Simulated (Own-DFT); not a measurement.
Simulation results for GaP (zincblende, strongly disordered by large displacements)

A calculation, not a measurement: plane-wave PBE density functional theory by an unreviewed code, no spin, of a simulated periodic cell, stress positive in tension, free energy of the whole cell less one offset for each atom, forces on such cells passed a denser k mesh, this cell's mesh not checked; broken bonds can close the gap or carry spin, so checks made on this kind of crystal may not hold here; offsets are fitted by least squares, one for each functional and potential file, so energies compare only between cells with the same atoms and settings and are not formation energies; the far tail of each file's local potential was reset to the Coulomb form; each entry is a single point on an unrelaxed cell, so the pressure reflects the starting lattice, mostly measured values (interpolated for alloys), from which strain is counted, and rises with the displacements; printed positions are rounded, which can move forces by about a meV/angstrom; the program, named Own-DFT, is a retired in-house code; no spin-orbit coupling. Program: Own-DFT development build.

### GaP (zincblende, strongly disordered by large displacements)

```
CELL_PARAMETERS angstrom
10.90100 0.00000 0.00000
0.00000 10.90100 0.00000
0.00000 0.00000 10.90100
ATOMIC_POSITIONS crystal
Ga 0.03975 0.01003 0.02625
Ga 0.00629 0.24212 0.23928
Ga 0.26904 0.06061 0.25604
Ga 0.27318 0.21892 0.98388
P 0.13989 0.11416 0.13568
P 0.15142 0.35560 0.34937
P 0.37249 0.11378 0.39658
P 0.36902 0.32159 0.14904
Ga 0.99231 0.99120 0.51273
Ga 0.02754 0.33213 0.73535
Ga 0.31960 0.96385 0.74485
Ga 0.24293 0.24593 0.46846
P 0.10938 0.07971 0.62295
P 0.12636 0.44494 0.86584
P 0.33323 0.07775 0.88646
P 0.38395 0.40586 0.63841
Ga 0.98967 0.50838 0.96944
Ga 0.00552 0.78219 0.24745
Ga 0.27910 0.48145 0.28060
Ga 0.19625 0.75030 0.96176
P 0.12640 0.68285 0.15145
P 0.06651 0.87478 0.39490
P 0.40064 0.67819 0.40908
P 0.38279 0.88875 0.12940
Ga 0.92609 0.47227 0.47456
Ga 0.04517 0.73059 0.75329
Ga 0.27577 0.47543 0.76855
Ga 0.27097 0.69976 0.53824
P 0.09285 0.66720 0.55764
P 0.12769 0.91788 0.86410
P 0.36162 0.63492 0.90549
P 0.33265 0.86358 0.59053
Ga 0.49162 0.97292 0.99197
Ga 0.46666 0.22058 0.26338
Ga 0.74874 0.01113 0.18852
Ga 0.75954 0.26887 0.96995
P 0.59768 0.11703 0.18947
P 0.66617 0.41752 0.39579
P 0.88551 0.05846 0.38313
P 0.86967 0.38543 0.14725
Ga 0.46575 0.95455 0.48862
Ga 0.49097 0.23677 0.74004
Ga 0.76794 0.97074 0.80508
Ga 0.72573 0.22196 0.43180
P 0.62677 0.12511 0.66729
P 0.61759 0.39529 0.93665
P 0.88162 0.14088 0.85019
P 0.86365 0.33548 0.57908
Ga 0.49035 0.51386 0.99821
Ga 0.50949 0.76459 0.21860
Ga 0.73812 0.50646 0.25061
Ga 0.75507 0.74019 0.00946
P 0.60072 0.65040 0.10604
P 0.63439 0.83156 0.41482
P 0.84100 0.59930 0.37239
P 0.85837 0.85656 0.13244
Ga 0.51900 0.51174 0.50039
Ga 0.47834 0.76020 0.73981
Ga 0.77466 0.50541 0.78038
Ga 0.83864 0.76507 0.44792
P 0.63962 0.58329 0.64377
P 0.62888 0.86678 0.86746
P 0.86899 0.62858 0.89867
P 0.85726 0.90014 0.59712
```

| Quantity | Value |
| --- | --- |
| functional | PBE |
| potential files | PseudoDojo norm-conserving, scalar-relativistic, standard set |
| wave cutoff | 42 hartree |
| occupations | Fermi-Dirac |
| smearing width | 0.1 eV |
| hardware | one NVIDIA H100 |
| k mesh | 3 x 3 x 3 centred on Gamma |
| free energy of cell above offsets | 30.516 eV |
| pressure | 17.51 GPa |
| stress xx | -18.63 GPa |
| stress yy | -16.74 GPa |
| stress zz | -17.17 GPa |
| stress yz | -4.21 GPa |
| stress xz | 1.49 GPa |
| stress xy | 2.14 GPa |
| wall time | 616.1 s |

Force:
```csv
element,x (eV/Å),y (eV/Å),z (eV/Å)
Ga,-5.097,-3.134,-3.525
Ga,-1.141,-0.268,0.889
Ga,0.187,-4.854,-1.835
Ga,-2.308,4.782,3.004
P,-0.37,4.782,0.05
P,-5.197,1.284,-0.284
P,2.567,-0.082,4.881
P,-2.508,5.004,-4.19
Ga,2.3,2.391,3.528
Ga,-1.925,-2.877,-2.267
Ga,-2.201,0.08,-0.26
Ga,0.072,-1.506,5.464
P,4.759,4.604,3.333
P,0.01,-3.104,1.154
P,3.614,-0.023,0.09
P,1.967,-3.641,-3.998
Ga,-0.72,-1,7.034
Ga,-3.494,-0.444,-0.497
Ga,1.963,3.096,-1.4
Ga,0.305,-0.133,1.85
P,3.443,-4.476,-2.893
P,4.875,-1.798,-0.585
P,3.816,-2.8,-4.755
P,-3.333,0.088,1.311
Ga,5.043,0.536,0.119
Ga,-1.125,0.816,0.497
Ga,2.286,3.901,0.622
Ga,-0.594,-3.445,0.959
P,-5.58,-1.713,0.511
P,-0.078,-1.281,-1.867
P,-0.586,0.717,-2.529
P,0.532,1.251,0.615
Ga,1.522,1.497,-0.64
Ga,1.705,1.562,3.677
Ga,2.334,-0.896,1.934
Ga,1.764,-1.43,1.813
P,1.718,-1.153,-3.645
P,-2.477,-3.168,2.692
P,-4.49,4.53,-6.455
P,1.422,-1.197,-2.687
Ga,4.489,1.144,-0.974
Ga,-1.822,2.113,1.64
Ga,2.983,3.045,-3.385
Ga,0.212,-1.932,0.901
P,1.647,-2.155,-2.479
P,1.197,-2.156,-3.945
P,1.256,0.312,1.35
P,-0.616,-2.756,4.563
Ga,-2.423,0.804,2.428
Ga,-1.073,2.617,4.895
Ga,-2.247,0.795,-7.555
Ga,-2.054,1.191,-0.641
P,2.787,-4.126,-0.264
P,-1.829,0.196,-1.131
P,1.677,2.055,-1.924
P,1.138,1.436,-1.066
Ga,-1.574,0.532,-0.137
Ga,1.123,-1.725,0.117
Ga,-2.227,-2.451,-1.59
Ga,-0.847,3.872,2.103
P,0.054,2.799,1.307
P,-3.078,-2.838,1.973
P,0.261,3.42,-3.092
P,-4.013,-2.692,5.194
```
